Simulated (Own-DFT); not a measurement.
# Computed records: AlGa₃N₄ (wurtzite random alloy, strained, atoms displaced)

A calculation, not a measurement: plane-wave PBE density functional theory by an unreviewed code, no spin, of a simulated periodic cell, stress positive in tension, free energy of the whole cell less one offset for each atom, forces on such cells passed a denser k mesh, this cell's mesh not checked; offsets are fitted by least squares, one for each functional and potential file, so energies compare only between cells with the same atoms and settings and are not formation energies; the far tail of each file's local potential was reset to the Coulomb form; each entry is a single point on an unrelaxed cell, so the pressure reflects the starting lattice, mostly measured values, from which strain is counted, and rises with the displacements; printed positions are rounded, which can move forces by about a meV/angstrom; the program is a retired in-house code; no spin-orbit coupling. Program: Own-DFT development build.

Settings shared by all entries: functional PBE; potential files PseudoDojo norm-conserving, scalar-relativistic, standard set; wave cutoff 42 hartree; occupations Fermi-Dirac; smearing width 0.1 eV; k mesh 4 x 4 x 3 centred on Gamma.

(1) AlGa₃N₄ (wurtzite random alloy, strained, atoms displaced)

```
AlGa3N4
1.0
      9.7470     0.0000     0.0000
     -4.8735     8.4411     0.0000
      0.0000     0.0000    10.2685
Al N Ga N Ga N Ga N Ga Al N Ga N Ga N Ga N Ga N Ga N Al Ga N Al N Al Ga N Ga Al N Ga Al N Ga N Ga N Ga N
2 2 2 2 2 2 2 2 1 1 2 2 2 2 2 2 2 2 2 2 2 1 1 2 2 2 1 1 2 1 1 2 1 1 2 2 2 2 2 2 2
Direct
  0.10651 0.22400 0.00491
  0.22374 0.11388 0.25695
  0.11398 0.23272 0.19916
  0.22773 0.11629 0.43480
  0.10844 0.21434 0.50234
  0.21762 0.11528 0.74799
  0.10387 0.22241 0.69794
  0.22356 0.11053 0.94911
  0.11292 0.55269 0.99251
  0.22092 0.45290 0.24637
  0.11024 0.54861 0.18466
  0.22011 0.44564 0.43660
  0.12301 0.56657 0.50036
  0.22699 0.44112 0.75430
  0.10843 0.55783 0.69396
  0.21639 0.43655 0.94111
  0.12266 0.89735 0.00020
  0.23514 0.78252 0.25076
  0.11443 0.88888 0.18871
  0.22449 0.78576 0.43366
  0.10017 0.88674 0.50232
  0.21438 0.76873 0.74096
  0.10589 0.88402 0.68024
  0.22764 0.77200 0.94099
  0.43706 0.21889 0.99898
  0.55680 0.10975 0.24348
  0.44891 0.21986 0.19340
  0.54728 0.10591 0.44173
  0.44424 0.22547 0.50494
  0.55730 0.10994 0.74678
  0.44964 0.22611 0.69282
  0.55693 0.10852 0.92900
  0.44612 0.55152 0.98844
  0.54980 0.44439 0.25527
  0.45323 0.55415 0.19303
  0.56130 0.44417 0.44404
  0.45957 0.56496 0.49497
  0.55415 0.45750 0.74656
  0.43850 0.55477 0.69019
  0.55857 0.44901 0.93172
  0.43655 0.90256 0.01022
  0.56284 0.76419 0.24181
  0.44535 0.88872 0.19275
  0.55097 0.77116 0.43595
  0.44294 0.88227 0.50895
  0.55359 0.77608 0.74343
  0.44553 0.89411 0.69315
  0.55919 0.77745 0.94708
  0.77085 0.22010 0.00265
  0.88650 0.10571 0.25503
  0.77199 0.22087 0.19196
  0.88634 0.10887 0.43566
  0.77254 0.22356 0.50559
  0.88702 0.10861 0.75486
  0.76953 0.21495 0.69713
  0.89528 0.11739 0.93351
  0.78608 0.56457 0.00995
  0.89569 0.45023 0.24688
  0.76716 0.54361 0.18537
  0.89138 0.44231 0.44006
  0.76857 0.54519 0.50244
  0.88875 0.45006 0.74508
  0.78001 0.54453 0.68881
  0.89038 0.44216 0.94150
  0.77699 0.88924 0.00452
  0.89638 0.78477 0.25280
  0.77495 0.88394 0.19199
  0.88188 0.76636 0.43649
  0.77330 0.88215 0.50157
  0.87890 0.77604 0.74733
  0.78390 0.88464 0.68881
  0.88948 0.77368 0.93213
```

* free energy of cell above offsets: 7.657 eV
* pressure: -1.48 GPa
* stress xx: 4.35 GPa
* stress yy: 4.41 GPa
* stress zz: -4.31 GPa
* stress yz: 0.68 GPa
* stress xz: -0.56 GPa
* stress xy: -0.12 GPa

Force:
```
element  x (eV/Å)  y (eV/Å)  z (eV/Å)
     Al     0.409    -0.412     0.358
     Al     0.161     0.177    -1.789
      N     0.864    -1.945    -1.627
      N    -0.697    -0.638     1.146
     Ga    -0.583     1.235    -0.596
     Ga     1.258    -0.693     0.495
      N    -0.056    -0.534    -0.928
      N    -1.783     0.901    -1.302
     Ga    -0.647     0.012     0.586
     Ga     1.309    -0.558     0.813
      N    -1.383     2.031     0.513
      N     0.958     0.094     0.989
     Ga    -0.723    -1.064    -0.409
     Ga    -1.618      0.14     -0.49
      N     1.161    -1.268    -0.801
      N     0.958    -0.187     0.269
     Ga    -0.636    -2.053    -0.352
     Al    -1.303    -0.693    -0.404
      N     0.604     0.627      1.08
      N     0.822    -0.122     0.849
     Ga     1.031     0.195    -2.044
     Ga     0.142     1.966     1.578
      N     -0.17     0.612     2.358
      N    -0.423     1.425    -0.321
     Ga     1.596     1.397     0.033
     Ga    -0.132     0.025     1.906
      N    -1.905    -0.021    -0.311
      N     0.646     -0.49     0.371
     Ga     0.562    -0.901    -0.391
     Ga    -1.151      0.35    -0.059
      N    -1.288     0.036     0.101
      N    -0.281    -0.054     3.126
     Ga    -0.266      0.58     1.348
     Ga     1.609    -1.091    -0.591
      N    -1.751    -0.854    -1.313
      N    -1.419     -0.32    -0.314
     Ga    -1.645    -2.241     0.328
     Ga     1.869    -1.667     0.265
      N     0.264     1.673    -0.571
      N     0.348    -0.724     1.076
     Al     1.844    -1.399    -1.665
     Ga    -1.884     1.413     0.685
      N     0.136    -0.588    -0.677
      N    -0.342     1.842     0.578
     Al    -0.622     1.168    -1.799
     Al    -0.131     0.633      1.75
      N     0.922    -2.088    -1.019
      N    -1.355     0.513    -1.584
     Al      0.62     0.498    -0.675
     Ga    -0.432     0.975    -1.281
      N     1.291     0.767    -0.998
      N     0.019    -0.525     2.187
     Ga     0.234    -0.431    -0.793
     Al    -0.535     0.177    -0.847
      N     2.236     0.583    -0.693
      N    -0.498    -0.254     1.829
     Ga    -0.091     -0.95    -2.741
     Al     -0.61        -1     0.404
      N     1.217     0.956     2.677
      N    -0.121     0.508    -0.706
     Ga     2.194     0.631    -0.443
     Ga     1.171    -1.807     1.725
      N    -2.691      1.86    -0.379
      N    -0.505    -0.535     0.023
     Ga     0.532     0.036    -1.264
     Ga     0.107     -1.25    -0.978
      N      1.18      0.92    -0.067
      N    -0.333     0.676     0.875
     Ga     0.146     0.669    -1.021
     Ga     2.469    -1.245     0.371
      N    -3.008     1.155     0.154
      N     0.127     1.141     1.398
```

(2) AlGa₃N₄ (wurtzite random alloy, strained, atoms displaced)

```
AlGa3N4
1.0
      9.7470     0.0000     0.0000
     -4.8735     8.4411     0.0000
      0.0000     0.0000    10.2685
Al Ga N Ga N Ga N Al N Ga N Al Ga N Ga N Ga N Ga N Ga N Ga Al N Ga N Ga Al N Ga N Ga N Al N Ga N Ga Al N
1 1 2 2 2 2 2 2 2 2 2 1 1 2 2 2 2 2 2 2 2 2 1 1 2 2 2 1 1 2 2 2 2 2 2 2 2 2 1 1 2
Direct
  0.11754 0.22501 0.00258
  0.21525 0.10939 0.24922
  0.10730 0.23140 0.19364
  0.21567 0.10529 0.43492
  0.11231 0.23200 0.50298
  0.22671 0.11661 0.76024
  0.10871 0.21539 0.68425
  0.21595 0.10482 0.94628
  0.11010 0.55595 0.00364
  0.22587 0.45184 0.24476
  0.11042 0.54614 0.19460
  0.21361 0.43930 0.43427
  0.11343 0.55948 0.50181
  0.21705 0.44266 0.74737
  0.11899 0.55828 0.68508
  0.22580 0.45915 0.93097
  0.11531 0.88567 0.99735
  0.22442 0.78484 0.25335
  0.11395 0.88626 0.19162
  0.21733 0.77342 0.44214
  0.11108 0.88619 0.49849
  0.21817 0.78269 0.75622
  0.12180 0.89757 0.68937
  0.22131 0.77626 0.94865
  0.43615 0.21870 0.99321
  0.55421 0.10418 0.24499
  0.44732 0.22374 0.19218
  0.55837 0.10696 0.43922
  0.44526 0.21780 0.50280
  0.56019 0.11286 0.74500
  0.44832 0.22124 0.68623
  0.54671 0.10904 0.93606
  0.44649 0.55834 0.99954
  0.54145 0.44538 0.25344
  0.43801 0.55847 0.19308
  0.54001 0.43811 0.43528
  0.43568 0.55187 0.49754
  0.55408 0.43578 0.75160
  0.45068 0.55281 0.69601
  0.56512 0.44437 0.94116
  0.44498 0.89289 0.99970
  0.55887 0.77528 0.25979
  0.44831 0.88934 0.17972
  0.56091 0.78833 0.43470
  0.44461 0.88696 0.50254
  0.56093 0.78249 0.74726
  0.44774 0.89526 0.69231
  0.54630 0.77284 0.93885
  0.77314 0.21497 0.00656
  0.88935 0.11247 0.25854
  0.78156 0.23227 0.20331
  0.90826 0.11907 0.43761
  0.77422 0.21989 0.49307
  0.88817 0.11378 0.75092
  0.77877 0.21986 0.69397
  0.89977 0.12110 0.94092
  0.77273 0.54951 0.00622
  0.88635 0.45097 0.25527
  0.78045 0.55726 0.18035
  0.89349 0.45090 0.43239
  0.77885 0.55225 0.49873
  0.88986 0.44564 0.75560
  0.79318 0.56957 0.68808
  0.88887 0.43657 0.93636
  0.78286 0.89959 0.00030
  0.89112 0.79105 0.24126
  0.77288 0.87457 0.18655
  0.89214 0.78402 0.43008
  0.78527 0.89044 0.50814
  0.89044 0.77989 0.75088
  0.77907 0.88401 0.68961
  0.89477 0.78743 0.94351
```

- free energy of cell above offsets: 7.169 eV
- pressure: -1.69 GPa
- stress xx: 4.74 GPa
- stress yy: 5.65 GPa
- stress zz: -5.31 GPa
- stress yz: 0.14 GPa
- stress xz: -0.66 GPa
- stress xy: 0.67 GPa

Force:
```
element  x (eV/Å)  y (eV/Å)  z (eV/Å)
     Al    -0.977     0.733     0.269
     Ga     0.619     0.622    -0.131
      N     0.354     -1.61    -1.509
      N     0.597    -0.146     1.508
     Ga     1.799    -0.948    -0.978
     Ga    -0.243     -0.51    -1.838
      N     0.025      1.45     2.232
      N    -0.641      1.42    -0.144
     Ga    -0.197    -0.448     0.177
     Ga    -0.388    -1.175      0.92
      N    -1.589     1.942    -0.677
      N    -0.225      1.99     1.114
     Al    -0.082    -0.582    -0.786
     Al     0.873     0.452    -0.152
      N    -0.873    -0.693     0.584
      N     0.922    -2.291     0.684
     Ga    -0.996    -0.328      1.09
     Ga     0.787    -1.146    -0.542
      N    -0.629     0.673     -0.71
      N      0.09     0.325     0.493
     Al    -0.399     0.731    -0.149
     Ga     1.236    -0.557    -0.424
      N    -1.545    -0.601    -0.261
      N     0.126    -0.006    -1.141
     Ga     1.132     0.641     1.756
     Ga    -0.486     0.964     0.412
      N    -0.743    -0.314    -0.758
      N    -0.756    -0.011    -0.047
     Ga    -1.037     -0.33    -1.789
     Ga    -0.185    -0.135     0.615
      N    -0.358    -0.005     1.194
      N     0.909     0.319     0.265
     Ga    -0.055    -0.177    -0.315
     Ga     1.633    -0.522    -1.372
      N     1.127     1.198    -0.417
      N     1.928     0.787     1.724
     Ga     0.262     0.326     0.759
     Ga      0.43     1.493    -0.349
      N    -1.516    -0.237    -0.924
      N    -1.918    -0.611    -0.406
     Ga     0.224    -0.691    -1.157
     Al    -0.522     0.363    -2.639
      N     0.569    -0.731      2.73
      N      0.32    -0.869     1.401
     Ga    -0.456     0.089    -0.045
     Ga    -0.612    -0.941      0.56
      N      0.02    -1.006    -0.154
      N     1.115     1.449    -0.133
     Ga    -0.165     0.948    -0.073
     Al      0.03      0.39    -1.289
      N     0.833    -2.129    -1.123
      N    -2.685    -1.412     0.242
     Ga     1.241      0.54     0.497
     Ga     0.676    -0.415    -0.143
      N    -0.129     1.558    -0.964
      N         0     -0.31     0.443
     Ga     1.273     0.869    -2.253
     Ga     0.412     0.336    -2.074
      N    -0.742     0.343     3.283
      N    -0.424     0.118     3.371
     Al    -0.558     0.893    -0.382
     Al     0.346     0.165    -1.193
      N     0.138    -1.412    -0.267
      N    -0.473     0.481     0.405
     Ga    -0.181    -1.092    -0.548
     Ga     2.069    -2.133     0.664
      N    -2.742     2.713     0.669
      N     0.597     -1.22     1.788
     Ga    -0.021     0.294    -1.969
     Al     0.572     0.389     0.548
      N     0.447     0.619     1.216
      N    -0.185    -0.876    -1.387
```

(3) AlGa₃N₄ (wurtzite random alloy, strained, atoms displaced)

```
AlGa3N4
1.0
      9.7470     0.0000     0.0000
     -4.8735     8.4411     0.0000
      0.0000     0.0000    10.2685
Ga N Ga N Ga N Ga N Ga Al N Al Ga N Ga N Ga N Ga Al N Ga N Al Ga N Ga N Ga N Ga Al N Al N Al Ga N Ga N Ga Al N
2 2 2 2 2 2 2 2 1 1 2 1 1 2 2 2 2 2 1 1 2 2 2 1 1 2 2 2 2 2 1 1 2 2 2 1 1 2 2 2 1 1 2
Direct
  0.10401 0.22231 0.00334
  0.21660 0.10879 0.24872
  0.10336 0.22056 0.18380
  0.22555 0.11947 0.44256
  0.10696 0.21977 0.49776
  0.22757 0.12102 0.74917
  0.11794 0.23118 0.68819
  0.21716 0.11470 0.94854
  0.11571 0.55672 0.00064
  0.23229 0.44812 0.24850
  0.11265 0.55537 0.18620
  0.21799 0.44151 0.44743
  0.10832 0.55652 0.49898
  0.22566 0.44255 0.75515
  0.11167 0.55865 0.69381
  0.21732 0.43973 0.93643
  0.10310 0.89500 0.00251
  0.22348 0.77876 0.24598
  0.12547 0.89627 0.18769
  0.21529 0.77068 0.42836
  0.11584 0.88853 0.49480
  0.22645 0.77111 0.74586
  0.10784 0.88859 0.69205
  0.22350 0.77493 0.94084
  0.45517 0.23065 0.99607
  0.56447 0.11444 0.25603
  0.45029 0.22637 0.17828
  0.55680 0.11010 0.43761
  0.43929 0.22428 0.50084
  0.56376 0.11557 0.75287
  0.43964 0.22488 0.69269
  0.54795 0.10553 0.94535
  0.44046 0.54379 0.99739
  0.55746 0.45260 0.24864
  0.44891 0.56181 0.18272
  0.55639 0.44476 0.44654
  0.44491 0.55454 0.49271
  0.55454 0.44357 0.75581
  0.44456 0.55496 0.68449
  0.55749 0.43908 0.93687
  0.45515 0.89474 0.99870
  0.56077 0.77472 0.25167
  0.44451 0.89118 0.18638
  0.55571 0.78590 0.43947
  0.44421 0.89319 0.50591
  0.56047 0.77325 0.75333
  0.44422 0.89599 0.69044
  0.56714 0.79113 0.94294
  0.77762 0.22239 0.99738
  0.89107 0.11876 0.25155
  0.77562 0.23339 0.18881
  0.89212 0.12316 0.44171
  0.77001 0.23303 0.49243
  0.89019 0.11256 0.74693
  0.77308 0.21681 0.67503
  0.88557 0.11084 0.93618
  0.77820 0.54403 0.00208
  0.88594 0.44024 0.25140
  0.77249 0.55116 0.18175
  0.89418 0.44494 0.44206
  0.77072 0.54977 0.49575
  0.89125 0.44237 0.74860
  0.77848 0.55379 0.69568
  0.89083 0.44980 0.93629
  0.77034 0.88224 0.00456
  0.89740 0.78538 0.24636
  0.77397 0.88526 0.18297
  0.90277 0.78767 0.44012
  0.78497 0.88573 0.50627
  0.88808 0.78767 0.74843
  0.78018 0.88940 0.69381
  0.88254 0.77990 0.94367
```

* free energy of cell above offsets: 6.775 eV
* pressure: -1.84 GPa
* stress xx: 4.98 GPa
* stress yy: 4.89 GPa
* stress zz: -4.35 GPa
* stress yz: -0.13 GPa
* stress xz: 0.27 GPa
* stress xy: -0.83 GPa

Force:
```
element  x (eV/Å)  y (eV/Å)  z (eV/Å)
     Ga     0.277    -0.406    -1.586
     Ga     1.044     1.347    -0.401
      N     0.773     0.553     1.895
      N    -0.048    -1.808    -0.688
     Ga     0.084     0.666     0.608
     Ga    -0.731    -1.629     0.953
      N    -1.267    -1.445     0.363
      N     0.693     0.442      -1.2
     Ga    -0.508      0.44    -0.616
     Ga    -1.431    -0.352     0.467
      N    -0.695     0.042     1.559
      N     0.587     0.637    -1.562
     Ga     0.913     0.102     0.601
     Ga     -0.51     0.692    -1.756
      N     0.616    -1.162    -0.997
      N     0.674     0.443     1.325
     Ga     1.285    -0.571    -1.369
     Al     0.875    -0.088    -0.852
      N    -0.805    -1.248     0.991
      N    -0.124     1.349     1.068
     Al      0.15     0.398     1.163
     Ga    -1.449     1.387     1.421
      N    -0.071     0.121    -1.168
      N     0.525     1.026     0.105
     Ga    -1.315    -2.047     0.238
     Ga    -1.611     -0.75    -2.076
      N    -0.603     0.931     2.996
      N    -1.379      0.32     0.908
     Ga     0.801    -0.265     0.349
     Ga    -1.038    -0.203    -0.167
      N     1.488     0.069    -0.331
      N     1.175     0.519    -1.048
     Ga    -0.194     1.138    -0.594
     Al     0.521    -1.352     -0.45
      N     0.835    -1.205     1.307
      N     0.575     0.533    -2.212
     Ga    -0.878     0.652     1.028
     Ga     0.348      0.46    -1.952
      N     0.181     0.315     0.943
      N     0.276      1.71     1.116
     Al      -1.5     -1.12     0.547
     Ga    -1.411     1.323    -0.413
      N     0.291     -0.37     0.228
      N     1.078    -0.813      0.43
     Ga    -0.031    -0.508     -1.14
     Ga    -0.962     0.365    -0.347
      N     1.001    -0.581     0.378
      N    -2.033    -2.012    -0.757
     Ga    -0.149     0.171         0
     Ga    -0.627    -0.656    -0.105
      N     1.318    -0.401      0.28
      N    -0.366      -1.4    -0.273
     Ga     1.576    -1.294     0.377
     Al     0.017     0.351    -0.115
      N     1.042     0.302     2.482
      N    -0.206     0.045     -0.57
     Al    -0.739     1.676    -1.263
     Al     0.353     1.388    -0.472
      N     0.532      0.07     1.871
      N    -2.239     1.105    -1.571
     Al     1.202     1.111     1.401
     Ga    -0.462     0.175    -0.374
      N    -0.508     1.052    -1.554
      N     0.014    -0.843     0.768
     Ga     1.283     1.264    -1.393
     Ga    -0.124      -0.5     -0.24
      N     0.716     0.956     2.568
      N    -0.496    -1.624    -0.136
     Ga    -1.161     0.961    -1.046
     Al     1.755     -1.41     0.993
      N     0.087     0.835    -0.018
      N     0.709    -1.376    -0.914
```
